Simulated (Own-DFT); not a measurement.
# One host, several defects: C40 NbSi2

The numbers are computed, not measured, by runs of the plane-wave DFT program Own-DFT (in-house, retired, unreviewed) at fixed positions, with no spin and no spin-orbit coupling.

All runs used: PBEsol; PseudoDojo norm-conserving scalar-relativistic files, made for PBE; cutoff 42 hartree; 4 x 4 x 5 k mesh centred on Gamma; cold (Marzari-Vanderbilt) smearing of 0.2 eV.

Known weak points: forces on such cells failed a check on a denser k mesh; stress not checked against mesh or cutoff.

All runs share one cell, with vectors in Å (0.000, 8.324, 0.000); (-9.613, 0.000, 0.000); (0.000, 0.000, 6.586) and a volume of 527.0 Å³. Atoms were moved at random from their sites; u is the rms move along one axis. The defect's site can differ from row to row.

| cell | formula | u (Å) | P (GPa) |
|---|---|---|---|
| no defect | Nb12Si24 | 0.0206 | -2.08 |
| no defect | Nb12Si24 | 0.0210 | -2.04 |
| no defect | Nb12Si24 | 0.0489 | -1.00 |
| two Si on a Nb site each | Nb10Si26 | 0.0324 | -1.50 |
| two Si on a Nb site each | Nb10Si26 | 0.0493 | -0.69 |
| two Si on a Nb site each | Nb10Si26 | 0.0514 | -1.03 |
| two Nb on a Si site each | Nb14Si22 | 0.0307 | 3.46 |
| two Nb on a Si site each | Nb14Si22 | 0.0447 | 4.13 |
| two Nb on a Si site each | Nb14Si22 | 0.0489 | 3.95 |
| one Si vacancy | Nb12Si23 | 0.0257 | -2.66 |
| one Si vacancy | Nb12Si23 | 0.0286 | -2.61 |
| one Si vacancy | Nb12Si23 | 0.0509 | -1.38 |
| one Si vacancy | Nb12Si23 | 0.0523 | ? |

## Worked fit

P = P0 + c u² + a shift for each defect gives P0 = -2.29 GPa, c = 533 ± 69 GPa/Å² and a scatter of 0.19 GPa. The shifts, and each times the cell's volume:

- two Nb on a Si site each: 5.19 ± 0.16 GPa, 17.1 eV (8.5 eV for each of its 2 sites)
- two Si on a Nb site each: 0.13 ± 0.17 GPa, 0.4 eV (0.2 eV for each of its 2 sites) (not resolved)
- one Si vacancy: -0.65 ± 0.16 GPa, -2.1 eV

A positive shift means that the defect pushes the cell outwards. Shift times volume (160.2 GPa Å³ is 1 eV) depends little on the cell's size, so, taken for each site, it can be compared between cells at like pressure. The atoms around the defects weren't relaxed, which would change these numbers.

## Check

Question: what pressure belongs in the blank (one Si vacancy, u = 0.0523 Å)?

From the fit: -1.48 ± 0.24 GPa. The calculation gave -1.43 GPa.
